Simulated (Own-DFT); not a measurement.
# Energy and forces against displacement in beta-Si3N4, 112 atoms (N64Si48)

These are calculations, not measurements. They come from Own-DFT, an in-house plane-wave density functional program, since retired, whose code no person has reviewed. Each row is one single-point run on a periodic cell that was not relaxed, without spin or spin-orbit coupling.

Settings of every run: PBE; PseudoDojo norm-conserving scalar-relativistic files; cutoff 42 hartree; 2 x 2 x 4 k mesh centred on Gamma; Fermi-Dirac smearing of 0.1 eV.

Known limits, some of them of some rows only: some atoms lie very close together; forces on such cells moved up to 12 meV/angstrom on a denser k mesh; stress not checked against mesh or cutoff.

Cell vectors in Å: (15.212, 0.000, 0.000); (-7.606, 13.174, 0.000); (0.000, 0.000, 5.818). In each run every atom was moved at random and independently from its ideal site; u is the rms move along one axis. E is the free energy for each atom above the fitted value at u = 0, and F the rms of the force components.

| run | u (Å) | E (meV/atom) | F (eV/Å) | largest force (eV/Å) | P (GPa) |
|---|---|---|---|---|---|
| 1 | 0.0197 | 20.8 | 0.839 | 2.90 | 5.54 |
| 2 | 0.0204 | 21.6 | 0.856 | 3.51 | 5.49 |
| 3 | 0.0468 | ? | ? | ? | ? |
| 4 | 0.0529 | 129.4 | 2.126 | 9.67 | 8.16 |
| 5 | 0.0994 | 559.9 | 5.300 | 31.28 | 20.28 |
| 6 | 0.1081 | 586.1 | 5.532 | 40.42 | 21.59 |
| 7 | 0.1562 | 1151.7 | 8.381 | 51.49 | 34.38 |

## Worked fit

For small independent moves the energy grows as E = (3/2) K u², with K the mean stiffness felt by one atom. The runs with u up to 0.11 Å give K = 34.4 ± 1.8 eV/Å², with residuals divided by u² + 0.0006 Å², since the noise grows with the moves. The scatter is 11.9 meV/atom at u = 0.05 Å. The forces follow F = G u with G = 46.2 eV/Å²; no force at u = 0 is resolved. G exceeds K because the moves of its neighbours add to the force on an atom, and stiffness differs between atoms. At u = 0.156 Å the parabola gives 1259 meV/atom and the run 1152. The pressure follows P = 4.70 + 1494 u² GPa: at fixed volume, shortened bonds push harder than stretched ones pull.

## Withheld run

Question: what energy and rms force should run 3 give?

The fit gives 113 ± 12 meV/atom and about 2.16 eV/Å. The calculation gave 103.6 meV/atom and 1.905 eV/Å.
